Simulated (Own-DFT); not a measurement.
GaP (zincblende, atoms displaced) (calculated)

Computed with Own-DFT development build. A calculation, not a measurement: plane-wave PBE density functional theory by an unreviewed code, no spin, of a simulated periodic cell, stress positive in tension, free energy of the whole cell less one offset for each atom, forces on such cells passed a denser k mesh, this cell's mesh not checked; offsets are fitted by least squares, one for each functional and potential file, so energies compare only between cells with the same atoms and settings and are not formation energies; the far tail of each file's local potential was reset to the Coulomb form; each entry is a single point on an unrelaxed cell, so the pressure reflects the starting lattice, mostly measured values (interpolated for alloys), from which strain is counted, and rises with the displacements; printed positions are rounded, which can move forces by about a meV/angstrom; the program, named Own-DFT, is a retired in-house code; no spin-orbit coupling.

Entry: GaP (zincblende, atoms displaced)

```cif
# cell vector a (Å): 16.3515 0.0000 0.0000
# cell vector b (Å): 0.0000 10.9010 0.0000
# cell vector c (Å): 0.0000 0.0000 10.9010
data_GaP
_symmetry_space_group_name_H-M 'P 1'
_symmetry_Int_Tables_number 1
_cell_length_a 16.3515
_cell_length_b 10.9010
_cell_length_c 10.9010
_cell_angle_alpha 90.000
_cell_angle_beta 90.000
_cell_angle_gamma 90.000
_cell_volume 1943.08
loop_
_atom_site_label
_atom_site_type_symbol
_atom_site_fract_x
_atom_site_fract_y
_atom_site_fract_z
_atom_site_occupancy
Ga1 Ga 0.00000 0.99826 0.99964 1
Ga2 Ga 0.00079 0.25117 0.25086 1
Ga3 Ga 0.16639 0.00066 0.25333 1
Ga4 Ga 0.16792 0.24989 0.99949 1
P1 P 0.08238 0.12525 0.12120 1
P2 P 0.08222 0.37712 0.37639 1
P3 P 0.24987 0.12481 0.37452 1
P4 P 0.25045 0.37497 0.12409 1
Ga5 Ga 0.00050 0.99927 0.49917 1
Ga6 Ga 0.00062 0.25200 0.75273 1
Ga7 Ga 0.16777 0.99924 0.74896 1
Ga8 Ga 0.16535 0.25129 0.49853 1
P5 P 0.08230 0.12304 0.62612 1
P6 P 0.08263 0.37603 0.87455 1
P7 P 0.25066 0.12301 0.87567 1
P8 P 0.25041 0.37414 0.62508 1
Ga9 Ga 0.00024 0.50167 0.00254 1
Ga10 Ga 0.00051 0.75381 0.24889 1
Ga11 Ga 0.16676 0.50263 0.25130 1
Ga12 Ga 0.16727 0.74886 0.00095 1
P9 P 0.08140 0.62442 0.12350 1
P10 P 0.08470 0.87347 0.37424 1
P11 P 0.25047 0.62732 0.37536 1
P12 P 0.25055 0.87571 0.12246 1
Ga13 Ga 0.99828 0.49920 0.50100 1
Ga14 Ga 0.00138 0.74940 0.75328 1
Ga15 Ga 0.16702 0.50404 0.74636 1
Ga16 Ga 0.16806 0.74851 0.50181 1
P13 P 0.08306 0.62352 0.62349 1
P14 P 0.08300 0.87659 0.87464 1
P15 P 0.24781 0.62356 0.87554 1
P16 P 0.25022 0.87409 0.62414 1
Ga17 Ga 0.33348 0.99888 0.99884 1
Ga18 Ga 0.33361 0.24881 0.24804 1
Ga19 Ga 0.50063 0.00056 0.24811 1
Ga20 Ga 0.49943 0.25098 0.99916 1
P17 P 0.41597 0.12543 0.12365 1
P18 P 0.41435 0.37500 0.37219 1
P19 P 0.58335 0.12347 0.37664 1
P20 P 0.58407 0.37515 0.12647 1
Ga21 Ga 0.33135 0.00085 0.50069 1
Ga22 Ga 0.33250 0.24774 0.75027 1
Ga23 Ga 0.49991 0.00242 0.74826 1
Ga24 Ga 0.50163 0.25080 0.49760 1
P21 P 0.41500 0.12713 0.62335 1
P22 P 0.41855 0.37676 0.87397 1
P23 P 0.58193 0.12554 0.87374 1
P24 P 0.58327 0.37230 0.62533 1
Ga25 Ga 0.33336 0.50385 0.99774 1
Ga26 Ga 0.33317 0.74893 0.25148 1
Ga27 Ga 0.49940 0.50088 0.25039 1
Ga28 Ga 0.49978 0.74935 0.00178 1
P25 P 0.41707 0.62435 0.12434 1
P26 P 0.41592 0.87607 0.37681 1
P27 P 0.58189 0.62260 0.37385 1
P28 P 0.58253 0.87597 0.12703 1
Ga29 Ga 0.33305 0.50244 0.49964 1
Ga30 Ga 0.33275 0.74945 0.74532 1
Ga31 Ga 0.49901 0.50231 0.75073 1
Ga32 Ga 0.49989 0.74997 0.50215 1
P29 P 0.41597 0.62458 0.62390 1
P30 P 0.41590 0.87344 0.87580 1
P31 P 0.58318 0.62612 0.87431 1
P32 P 0.58324 0.87515 0.62461 1
Ga33 Ga 0.66612 0.99982 0.00006 1
Ga34 Ga 0.66765 0.25045 0.25176 1
Ga35 Ga 0.83357 0.00282 0.25199 1
Ga36 Ga 0.83240 0.24752 0.99881 1
P33 P 0.75081 0.12780 0.12381 1
P34 P 0.75030 0.37238 0.37529 1
P35 P 0.91648 0.12606 0.37701 1
P36 P 0.91799 0.37627 0.12377 1
Ga37 Ga 0.66349 0.99820 0.49916 1
Ga38 Ga 0.66585 0.25104 0.74970 1
Ga39 Ga 0.83490 0.00034 0.75150 1
Ga40 Ga 0.83329 0.25015 0.49966 1
P37 P 0.74968 0.12495 0.62647 1
P38 P 0.75148 0.37630 0.87326 1
P39 P 0.91683 0.12629 0.87351 1
P40 P 0.91725 0.37284 0.62527 1
Ga41 Ga 0.66546 0.50205 0.99644 1
Ga42 Ga 0.66696 0.74792 0.25281 1
Ga43 Ga 0.83318 0.50438 0.25211 1
Ga44 Ga 0.83437 0.75073 0.99779 1
P41 P 0.74985 0.62828 0.12253 1
P42 P 0.74832 0.87463 0.37732 1
P43 P 0.91523 0.62534 0.37801 1
P44 P 0.91733 0.87431 0.12477 1
Ga45 Ga 0.66598 0.50200 0.50159 1
Ga46 Ga 0.66725 0.75122 0.75471 1
Ga47 Ga 0.83532 0.49813 0.74933 1
Ga48 Ga 0.83271 0.74831 0.49704 1
P45 P 0.75259 0.62579 0.62592 1
P46 P 0.75141 0.87410 0.87636 1
P47 P 0.91677 0.62448 0.87550 1
P48 P 0.91785 0.87122 0.62684 1
```

* functional: PBE
* potential files: PseudoDojo norm-conserving, scalar-relativistic, standard set
* wave cutoff: 42 hartree
* occupations: Fermi-Dirac
* smearing width: 0.1 eV
* k mesh: 2 x 3 x 3 centred on Gamma
* stress zz: ?

Question: Estimate the stress zz of GaP (zincblende, atoms displaced).
Answer: -2.69 GPa

Question: Give the table of force values for GaP (zincblende, atoms displaced).
Answer: 
Force:
```csv
element,x (eV/Å),y (eV/Å),z (eV/Å)
Ga,-0.168,0.242,-0.092
Ga,-0.107,-0.079,-0.221
Ga,-0.011,0.005,-0.658
Ga,-0.218,0.104,-0.113
P,0.237,-0.046,0.533
P,0.16,0.01,-0.184
P,-0.069,0.242,0.052
P,-0.029,0.242,0.079
Ga,-0.131,-0.215,0.162
Ga,0.038,-0.22,-0.242
Ga,-0.158,0.048,0.063
Ga,0.044,-0.179,0.249
P,0.219,0.303,-0.092
P,0.41,0.243,0.078
P,-0.114,0.121,-0.109
P,-0.079,0.155,-0.082
Ga,-0.135,-0.298,-0.433
Ga,-0.119,-0.504,0.203
Ga,-0.064,-0.21,-0.196
Ga,-0.28,0.218,-0.064
P,0.452,0.311,0.425
P,-0.075,0.056,0.285
P,-0.115,-0.241,-0.004
P,-0.132,-0.103,0.518
Ga,0.022,0.035,0.016
Ga,-0.046,-0.11,-0.222
Ga,-0.131,-0.653,0.233
Ga,-0.304,0.095,-0.137
P,-0.132,0.312,0.035
P,0.367,-0.235,0.11
P,0.36,0.394,-0.353
P,-0.132,0.129,0.046
Ga,0.108,0.011,0.063
Ga,-0.197,0.028,0.011
Ga,-0.342,0.068,0.279
Ga,0.151,0.043,0.186
P,0.157,-0.117,-0.036
P,0.362,0.046,0.301
P,-0.034,0.187,-0.469
P,-0.06,0.035,-0.186
Ga,0.242,-0.003,-0.091
Ga,0.165,0.328,0.119
Ga,-0.318,-0.25,0.035
Ga,-0.487,0.063,0.041
P,0.282,-0.135,-0.059
P,-0.553,-0.127,0.062
P,0.257,-0.003,0.178
P,-0.164,0.6,-0.019
Ga,0.06,-0.476,0.099
Ga,0.172,0.344,-0.313
Ga,-0.096,-0.355,-0.197
Ga,0.038,0.186,-0.096
P,-0.15,0.129,0.172
P,0.135,-0.012,-0.153
P,0.111,0.303,0.343
P,0.296,-0.286,-0.145
Ga,-0.064,-0.424,-0.052
Ga,-0.008,-0.065,0.646
Ga,0.264,-0.218,-0.294
Ga,-0.011,0.031,-0.291
P,0.156,0.007,0.057
P,0.201,0.033,-0.386
P,-0.209,0.081,0.029
P,-0.025,-0.197,0.39
Ga,0.049,0.073,0.01
Ga,-0.158,-0.137,-0.131
Ga,-0.117,-0.281,-0.166
Ga,0.351,0.505,-0.014
P,-0.302,-0.437,0.231
P,-0.015,0.629,0.098
P,0.236,-0.059,-0.155
P,-0.484,-0.114,0.284
Ga,0.549,0.21,0.336
Ga,0.263,-0.128,0.153
Ga,-0.122,-0.126,-0.312
Ga,-0.125,-0.116,0.262
P,-0.074,-0.213,-0.219
P,-0.325,-0.108,0.155
P,0.09,-0.192,0.294
P,-0.019,0.031,-0.021
Ga,0.298,-0.276,0.339
Ga,-0.118,0.173,-0.266
Ga,-0.103,-0.463,-0.396
Ga,0.041,-0.087,0.253
P,-0.032,-0.27,0.147
P,0.241,0.166,-0.281
P,0.553,0.156,-0.473
P,-0.326,0.29,0.066
Ga,0.228,-0.278,0.018
Ga,0.123,-0.052,-0.559
Ga,-0.046,0.154,-0.047
Ga,0.034,0.406,0.507
P,-0.504,-0.059,0.115
P,-0.147,0.408,-0.016
P,0.133,-0.069,-0.033
P,-0.176,0.235,-0.293
```

Further results for GaP (zincblende, atoms displaced):

* free energy of cell above offsets: -53.740 eV
* pressure: 2.69 GPa
* stress xx: -2.69 GPa
* stress yy: -2.69 GPa
* stress yz: -0.06 GPa
* stress xz: -0.18 GPa
* stress xy: -0.08 GPa
